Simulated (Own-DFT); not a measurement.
## Calculated data, GaAs (zincblende with one plane slipped along a stacking-fault path, atoms displaced), GaP (zincblende, strained, atoms displaced)

Computed with Own-DFT development build. A calculation, not a measurement: plane-wave PBE density functional theory by an unreviewed code, no spin, of a simulated periodic cell, stress positive in tension, free energy of the whole cell less one offset for each atom, forces on such cells passed a denser k mesh, this cell's mesh not checked; offsets are fitted by least squares, one for each functional and potential file, so energies compare only between cells with the same atoms and settings and are not formation energies; the far tail of each file's local potential was reset to the Coulomb form; each entry is a single point on an unrelaxed cell, so the pressure reflects the starting lattice, mostly measured values (interpolated for alloys), from which strain is counted, and rises with the displacements; printed positions are rounded, which can move forces by about a meV/angstrom; the program, named Own-DFT, is a retired in-house code; no spin-orbit coupling.

Settings shared by all entries: functional PBE; potential files PseudoDojo norm-conserving, scalar-relativistic, standard set; wave cutoff 42 hartree; occupations Fermi-Dirac; smearing width 0.1 eV.

(1) GaAs (zincblende with one plane slipped along a stacking-fault path, atoms displaced)

```
GaAs
1.0
      5.6533    -5.6533     0.0000
      0.0000     5.6533    -5.6533
     11.7777    11.7777    10.3644
Ga As Ga As Ga As Ga As Ga As Ga As Ga As Ga As Ga As Ga As Ga As Ga As Ga As Ga As Ga As Ga As Ga As Ga As Ga As Ga As Ga As Ga As Ga As Ga As
1 1 1 1 1 1 1 1 1 1 1 1 1 1 1 1 1 1 1 1 1 1 1 1 1 1 1 1 1 1 1 1 1 1 1 1 1 1 1 1 1 1 1 1 1 1 1 1
Direct
  0.99867 0.00296 0.00601
  0.98325 0.98111 0.13442
  0.16845 0.32813 0.16598
  0.13032 0.26344 0.29086
  0.28571 0.10989 0.33239
  0.28988 0.08904 0.45310
  0.04317 0.09181 0.50129
  0.02802 0.05726 0.62741
  0.20718 0.39795 0.66494
  0.18339 0.35555 0.79277
  0.33564 0.18781 0.83142
  0.32584 0.15720 0.95827
  0.00102 0.49745 0.99789
  0.98481 0.47224 0.12586
  0.14748 0.79735 0.16472
  0.15123 0.78651 0.28768
  0.26890 0.59918 0.33551
  0.29551 0.59359 0.46050
  0.02876 0.57727 0.50321
  0.02673 0.55799 0.62691
  0.19111 0.89180 0.67163
  0.19406 0.87532 0.79462
  0.35232 0.68785 0.83217
  0.33239 0.66971 0.96448
  0.49685 0.98467 0.00087
  0.47575 0.97082 0.13665
  0.64598 0.29353 0.16422
  0.63692 0.27537 0.28780
  0.80788 0.10244 0.33077
  0.79059 0.09473 0.45638
  0.53493 0.08042 0.50318
  0.53302 0.05416 0.62775
  0.69558 0.39233 0.66946
  0.69311 0.37676 0.78672
  0.85129 0.20025 0.83080
  0.85780 0.18163 0.95666
  0.50367 0.49761 0.99630
  0.49143 0.46503 0.12535
  0.67092 0.82557 0.16730
  0.64871 0.79485 0.29307
  0.79211 0.60060 0.33298
  0.79639 0.58655 0.46166
  0.54085 0.58068 0.49752
  0.53491 0.56441 0.62578
  0.68972 0.87932 0.66282
  0.68388 0.86869 0.79309
  0.85417 0.70294 0.83225
  0.84120 0.67838 0.95392
```

Settings of this run: k mesh 4 x 4 x 2 centred on Gamma.

Results for GaAs (zincblende with one plane slipped along a stacking-fault path, atoms displaced): free energy of cell above offsets -10.840 eV; pressure 6.18 GPa; stress xx -7.29 GPa; stress yy -6.85 GPa; stress zz -4.42 GPa; stress yz 0.14 GPa; stress xz -0.46 GPa; stress xy 2.81 GPa.

Force:
```tsv
element	x (eV/Å)	y (eV/Å)	z (eV/Å)
Ga	0.12	-0.311	0.569
As	0.847	-1.723	-1.791
Ga	-0.207	-0.107	0.942
As	-0.09	0.984	-2.045
Ga	1.232	-1.793	0.38
As	-0.611	-1.001	-0.778
Ga	1.103	1.403	1.246
As	0.099	0.002	-0.67
Ga	-0.439	0.474	0.761
As	-0.506	0.339	-1.344
Ga	1.758	-0.203	-0.104
As	0.639	-0.164	-0.461
Ga	-0.044	0.901	0.121
As	-0.571	-0.149	-0.483
Ga	-0.594	0.701	0.483
As	-1.051	1.509	0.216
Ga	1.378	-1.497	0.459
As	-2.341	-0.179	-1.567
Ga	3.721	-0.439	1.859
As	0.506	0.139	-0.245
Ga	-0.083	-0.772	0.029
As	-0.597	-0.752	0.821
Ga	0.189	0.704	0.537
As	-0.505	-1.456	-0.364
Ga	1.2	0.876	-0.773
As	-0.63	-2.134	-1.005
Ga	0.806	0.406	-0.106
As	0.275	0.64	0.386
Ga	-0.015	1.515	-0.254
As	-0.814	-1.612	-1.325
Ga	0.793	1.373	1.27
As	-0.498	0.814	-0.529
Ga	-0.828	-1.018	-0.305
As	0.572	1.388	1.285
Ga	-0.155	0.229	0.339
As	-1.251	0.6	0.61
Ga	0.045	-0.037	0.639
As	0.236	0.371	-1.74
Ga	-1.466	0.762	2.104
As	-1.498	-0.379	1.672
Ga	0.513	-0.387	-0.306
As	-3.436	-1.106	-2.392
Ga	1.575	1.57	1.705
As	-0.535	-0.926	0.086
Ga	1.066	0.713	0.089
As	-0.219	-0.502	-0.547
Ga	-0.279	-0.331	-0.08
As	0.59	0.566	0.606
```

(2) GaAs (zincblende with one plane slipped along a stacking-fault path, atoms displaced)

```
GaAs
1.0
      5.6533    -5.6533     0.0000
      0.0000     5.6533    -5.6533
     11.7777    11.7777    10.3644
Ga As Ga As Ga As Ga As Ga As Ga As Ga As Ga As Ga As Ga As Ga As Ga As Ga As Ga As Ga As Ga As Ga As Ga As Ga As Ga As Ga As Ga As Ga As Ga As
1 1 1 1 1 1 1 1 1 1 1 1 1 1 1 1 1 1 1 1 1 1 1 1 1 1 1 1 1 1 1 1 1 1 1 1 1 1 1 1 1 1 1 1 1 1 1 1
Direct
  0.01525 0.00886 0.99921
  0.98862 0.97197 0.12524
  0.16553 0.31912 0.16686
  0.13481 0.28292 0.29489
  0.29471 0.10319 0.32856
  0.29114 0.08461 0.45940
  0.02759 0.07868 0.49815
  0.03124 0.07435 0.62522
  0.18179 0.38678 0.66673
  0.18564 0.35383 0.79446
  0.34615 0.21267 0.82462
  0.32884 0.17916 0.96019
  0.99693 0.50633 0.99782
  0.97838 0.47118 0.12469
  0.16123 0.81024 0.16725
  0.14824 0.77808 0.29571
  0.29231 0.62375 0.33230
  0.29540 0.59762 0.45968
  0.04380 0.59565 0.49620
  0.03346 0.56241 0.61726
  0.21340 0.87722 0.66336
  0.17860 0.84732 0.78707
  0.34803 0.69070 0.83299
  0.33524 0.66640 0.95810
  0.49808 0.99467 0.00282
  0.50012 0.98452 0.12141
  0.65147 0.31452 0.16714
  0.64745 0.29826 0.28982
  0.80388 0.11338 0.32861
  0.79161 0.09175 0.45711
  0.53924 0.09776 0.49732
  0.53268 0.05619 0.62589
  0.70438 0.38463 0.67133
  0.68305 0.38076 0.79144
  0.85165 0.19481 0.83484
  0.83928 0.17607 0.95251
  0.49887 0.49223 0.99899
  0.49288 0.47811 0.11748
  0.63656 0.79759 0.16777
  0.64488 0.78781 0.29045
  0.81199 0.60523 0.33603
  0.79348 0.57706 0.45754
  0.54223 0.58904 0.50535
  0.52459 0.56105 0.62948
  0.68833 0.88683 0.66719
  0.69519 0.87099 0.79260
  0.83983 0.69525 0.83120
  0.82943 0.67542 0.95706
```

Settings of this run: k mesh 4 x 4 x 2 centred on Gamma.

Results for GaAs (zincblende with one plane slipped along a stacking-fault path, atoms displaced): free energy of cell above offsets -9.990 eV; pressure 6.46 GPa; stress xx -8.24 GPa; stress yy -7.06 GPa; stress zz -4.08 GPa; stress yz 0.05 GPa; stress xz -1.15 GPa; stress xy 2.83 GPa.

Force:
```tsv
element	x (eV/Å)	y (eV/Å)	z (eV/Å)
Ga	-1.152	1.099	0.939
As	0.075	0.714	-0.307
Ga	-0.696	-0.15	0.731
As	0.238	-0.496	-1.036
Ga	1.262	0.525	-0.157
As	-3.96	-0.235	-1.679
Ga	3.187	0.565	1.624
As	-0.232	-1.202	1.134
Ga	0.63	0.076	-0.187
As	-2.19	2.092	-2.558
Ga	1.824	-2.099	3.186
As	0.227	-2.459	-0.498
Ga	-0.069	-0.187	0.371
As	0.738	-0.306	-0.725
Ga	-0.377	-0.32	0.257
As	-2.448	1.273	-2.082
Ga	2.641	-2.299	2.142
As	-0.893	-2.685	-1.665
Ga	2.678	0.951	1.225
As	0.162	0.838	0.736
Ga	-1.108	1.51	-0.039
As	0.458	0.946	-0.651
Ga	0.358	-0.251	0.079
As	0.109	0.353	-0.257
Ga	-0.91	-0.796	-1.148
As	0.457	1.259	0.61
Ga	-0.251	-0.396	0.271
As	-0.697	-0.128	1.01
Ga	-0.092	0.651	0.458
As	-2.992	-1.001	-1.799
Ga	3.624	0.521	1.577
As	0.266	-0.175	-1.378
Ga	-0.867	-0.124	-0.853
As	0.439	-0.814	1.091
Ga	-0.935	-0.088	-0.644
As	0.934	1.218	1.176
Ga	-0.36	0.085	-0.931
As	0.764	1.28	0.531
Ga	0.478	-0.958	-0.304
As	-0.146	0.091	0.862
Ga	-0.362	0.671	-0.856
As	-3.766	0.649	-0.765
Ga	1.503	0.721	0.879
As	0.244	-0.655	0.424
Ga	0.77	-0.467	-0.018
As	-1.134	0.763	-0.467
Ga	1.202	-0.281	0.114
As	0.371	-0.274	-0.421
```

(3) GaAs (zincblende with one plane slipped along a stacking-fault path, atoms displaced)

```
GaAs
1.0
      5.6533    -5.6533     0.0000
      0.0000     5.6533    -5.6533
     11.7777    11.7777    10.3644
Ga As Ga As Ga As Ga As Ga As Ga As Ga As Ga As Ga As Ga As Ga As Ga As Ga As Ga As Ga As Ga As Ga As Ga As Ga As Ga As Ga As Ga As Ga As Ga As
1 1 1 1 1 1 1 1 1 1 1 1 1 1 1 1 1 1 1 1 1 1 1 1 1 1 1 1 1 1 1 1 1 1 1 1 1 1 1 1 1 1 1 1 1 1 1 1
Direct
  0.00328 0.99375 0.00160
  0.99746 0.97858 0.12447
  0.15101 0.30646 0.16320
  0.13582 0.29282 0.29510
  0.31150 0.11032 0.32939
  0.30533 0.09637 0.45649
  0.02941 0.07110 0.50707
  0.03213 0.06171 0.62684
  0.19416 0.38573 0.66222
  0.19607 0.36878 0.79371
  0.35201 0.20055 0.83339
  0.33023 0.17224 0.95817
  0.00022 0.51429 0.00050
  0.98979 0.48344 0.12239
  0.16164 0.81558 0.16881
  0.13858 0.79049 0.28975
  0.30695 0.60091 0.33445
  0.30018 0.59675 0.45709
  0.04068 0.58754 0.50361
  0.03012 0.55909 0.62345
  0.18104 0.88468 0.67102
  0.16949 0.85897 0.79395
  0.34341 0.69864 0.83206
  0.34395 0.66449 0.96502
  0.48947 0.00462 0.99692
  0.49567 0.97667 0.12731
  0.65013 0.29696 0.16842
  0.64941 0.28920 0.29567
  0.81992 0.11791 0.32875
  0.79840 0.08750 0.45604
  0.54855 0.07603 0.50450
  0.53694 0.06055 0.62533
  0.68399 0.37867 0.66693
  0.68233 0.35927 0.79196
  0.84329 0.18979 0.83113
  0.83522 0.17686 0.95692
  0.49504 0.50773 0.98758
  0.49777 0.46746 0.13318
  0.64700 0.80466 0.16233
  0.64981 0.79075 0.29091
  0.80591 0.59489 0.33515
  0.78543 0.57751 0.46041
  0.53200 0.58272 0.49539
  0.52771 0.55375 0.62962
  0.71227 0.88974 0.66479
  0.67736 0.86853 0.79261
  0.85233 0.70516 0.83354
  0.83366 0.67095 0.96159
```

It was run with k mesh 4 x 4 x 2 centred on Gamma.

It finds free energy of cell above offsets -10.863 eV; pressure 6.22 GPa; stress xx -7.39 GPa; stress yy -6.82 GPa; stress zz -4.46 GPa; stress yz 0.42 GPa; stress xz -0.53 GPa; stress xy 2.69 GPa.

Force:
```tsv
element	x (eV/Å)	y (eV/Å)	z (eV/Å)
Ga	-0.624	0.843	-0.483
As	-0.362	0.586	0.097
Ga	0.531	0.314	0.115
As	0.173	-2.426	-0.432
Ga	0.042	1.017	0.071
As	-1.481	0.103	-0.957
Ga	1.719	-1.129	0.611
As	0.57	-0.308	-0.019
Ga	0.708	1.04	0.254
As	-1.392	0.409	-0.523
Ga	-0.04	-0.452	0.728
As	-0.251	-0.147	-0.411
Ga	-0.027	-1.127	0.913
As	0.486	0.528	0.32
Ga	-0.464	-0.626	0.329
As	0.604	-0.401	1.08
Ga	0.348	0.737	-1.6
As	-3.779	0.889	-1.763
Ga	1.303	0.347	0.587
As	0.38	0.931	0.558
Ga	0.436	-1.188	-0.174
As	0.986	-0.267	-1
Ga	0.411	0.139	0.827
As	-2.438	2.136	-2.569
Ga	1.226	-0.52	0.505
As	-1.128	0.149	-0.863
Ga	1.085	-0.346	0.195
As	-0.98	-1.177	0.43
Ga	-0.658	1.119	1.325
As	-1.46	-1.464	-1.775
Ga	0.116	1.51	0.941
As	-0.155	0.394	1.151
Ga	0.597	-0.256	-0.176
As	0.278	0.373	-0.803
Ga	0.956	-0.043	-0.058
As	0.318	0.075	0.226
Ga	2.435	-1.102	2.785
As	-1.728	0.144	-1.499
Ga	1.194	-0.627	0.918
As	-0.26	-0.439	0.499
Ga	0.488	1.29	-1.323
As	-1.157	-1.92	-1.227
Ga	3.806	0.645	2.453
As	-0.427	-0.586	-1.253
Ga	-0.852	1.264	0.888
As	-0.094	-0.732	-0.156
Ga	-0.88	0.611	1.273
As	-0.553	-0.31	-1.016
```

(4) GaP (zincblende, strained, atoms displaced)

```
GaP
1.0
     10.8620     0.0000     0.0000
      0.0000    10.8620     0.0000
      0.0000     0.0000    10.9361
Ga P Ga P Ga P Ga P Ga P Ga P Ga P Ga P
4 4 4 4 4 4 4 4 4 4 4 4 4 4 4 4
Direct
  0.99590 0.00329 0.00576
  0.00110 0.25235 0.25154
  0.25070 0.99637 0.25104
  0.24887 0.24979 0.99362
  0.12279 0.12323 0.12514
  0.12834 0.37663 0.37850
  0.37634 0.12696 0.37348
  0.37711 0.37314 0.12430
  0.00272 0.00166 0.49839
  0.00310 0.24806 0.75166
  0.25524 0.99852 0.74842
  0.25145 0.24736 0.49616
  0.12772 0.12616 0.62591
  0.12842 0.37553 0.87257
  0.37607 0.12450 0.87264
  0.37376 0.37265 0.62669
  0.00345 0.49656 0.00548
  0.99971 0.74818 0.24617
  0.24828 0.50493 0.24864
  0.25269 0.75017 0.00054
  0.12457 0.62081 0.12218
  0.12454 0.88126 0.37887
  0.36955 0.62575 0.37831
  0.37809 0.87219 0.12696
  0.99927 0.50061 0.49756
  0.99747 0.74612 0.75076
  0.24697 0.49916 0.75064
  0.25133 0.75352 0.49944
  0.12613 0.62047 0.62328
  0.12872 0.87941 0.87376
  0.37603 0.62629 0.87315
  0.37559 0.87344 0.62425
  0.49817 0.00017 0.00001
  0.49997 0.25079 0.24873
  0.74951 0.00271 0.24986
  0.75061 0.24565 0.00311
  0.62989 0.12444 0.12524
  0.62692 0.37430 0.37572
  0.87854 0.12594 0.37166
  0.87880 0.37363 0.12381
  0.49768 0.99950 0.49593
  0.50011 0.25365 0.74733
  0.74967 0.99817 0.74441
  0.74922 0.25232 0.50374
  0.62580 0.13079 0.62544
  0.62664 0.37589 0.87216
  0.87338 0.12647 0.87268
  0.87774 0.37196 0.62507
  0.50292 0.49895 0.99806
  0.49787 0.74895 0.24925
  0.74951 0.50403 0.25158
  0.74740 0.75089 0.00048
  0.62674 0.62856 0.12468
  0.62490 0.87719 0.37609
  0.87179 0.62616 0.37530
  0.87747 0.87484 0.12416
  0.50048 0.49920 0.50107
  0.50504 0.74888 0.74652
  0.74908 0.49913 0.74559
  0.75301 0.74965 0.49960
  0.62773 0.62885 0.62826
  0.62363 0.87880 0.87503
  0.88045 0.62135 0.87650
  0.87165 0.87649 0.62352
```

It was run with hardware one NVIDIA H100 and k mesh 3 x 3 x 3 centred on Gamma.

The calculation gives: free energy of cell above offsets -35.217 eV; pressure 3.16 GPa; stress xx -3.33 GPa; stress yy -3.33 GPa; stress zz -2.83 GPa; stress yz 0.24 GPa; stress xz 0.17 GPa; stress xy 0.16 GPa; wall time 514.6 s.

Force:
```tsv
element	x (eV/Å)	y (eV/Å)	z (eV/Å)
Ga	0.341	-0.156	-0.977
Ga	0.392	0.012	-0.018
Ga	0.042	0.451	-0.245
Ga	0.171	-0.288	0.642
P	0.604	0.451	0.149
P	-0.226	-0.002	-0.603
P	-0.092	-0.337	-0.299
P	-0.402	0.353	-0.164
Ga	-0.525	0.375	0.547
Ga	-0.104	0.13	-0.053
Ga	-0.308	0.144	-0.009
Ga	-0.021	0.231	0.488
P	0.034	-0.267	-0.15
P	-0.61	-0.038	0.375
P	0.222	0.168	0.065
P	-0.125	0.372	-0.398
Ga	-0.191	-0.175	-0.883
Ga	0.239	0.204	0.491
Ga	0.332	-0.719	0.146
Ga	-0.253	0.094	-0.306
P	0.293	0.838	0.259
P	0.07	-1.136	-0.65
P	0.753	-0.055	-0.369
P	-0.399	0.359	-0.194
Ga	-0.073	-0.153	0.209
Ga	0.549	0.492	-0.153
Ga	0.62	0.223	-0.188
Ga	-0.544	-0.166	0.268
P	-0.217	0.735	-0.046
P	-0.607	-0.386	0.307
P	0.087	-0.189	-0.003
P	0.406	0.104	-0.054
Ga	0.144	0.203	0.123
Ga	0.348	-0.054	0.025
Ga	0.419	-0.461	0.196
Ga	0.141	0.674	-0.62
P	-0.933	-0.051	0.025
P	-0.187	0.246	-0.147
P	-0.509	0.13	0.59
P	-0.657	0.135	0.439
Ga	0.274	0.325	0.58
Ga	0.066	-0.249	0.432
Ga	-0.237	0.511	0.497
Ga	0.482	-0.294	-0.558
P	-0.398	-0.822	-0.237
P	0.131	-0.259	0.404
P	0.109	-0.413	0.123
P	0.049	0.388	0.003
Ga	-0.139	0.162	0.057
Ga	0.321	-0.147	0.603
Ga	0.037	-0.518	-0.392
Ga	0.588	0.088	-0.46
P	-0.362	-0.471	0.096
P	0.1	-0.392	-0.3
P	0.65	-0.004	-0.149
P	-0.651	-0.1	0.21
Ga	-0.073	0.118	0.142
Ga	-0.551	0.439	0.625
Ga	0.601	-0.007	0.454
Ga	-0.498	0.335	0.027
P	0.028	-0.563	-0.897
P	0.179	-0.314	-0.173
P	-0.792	-0.03	0.191
P	0.858	-0.274	-0.093
```
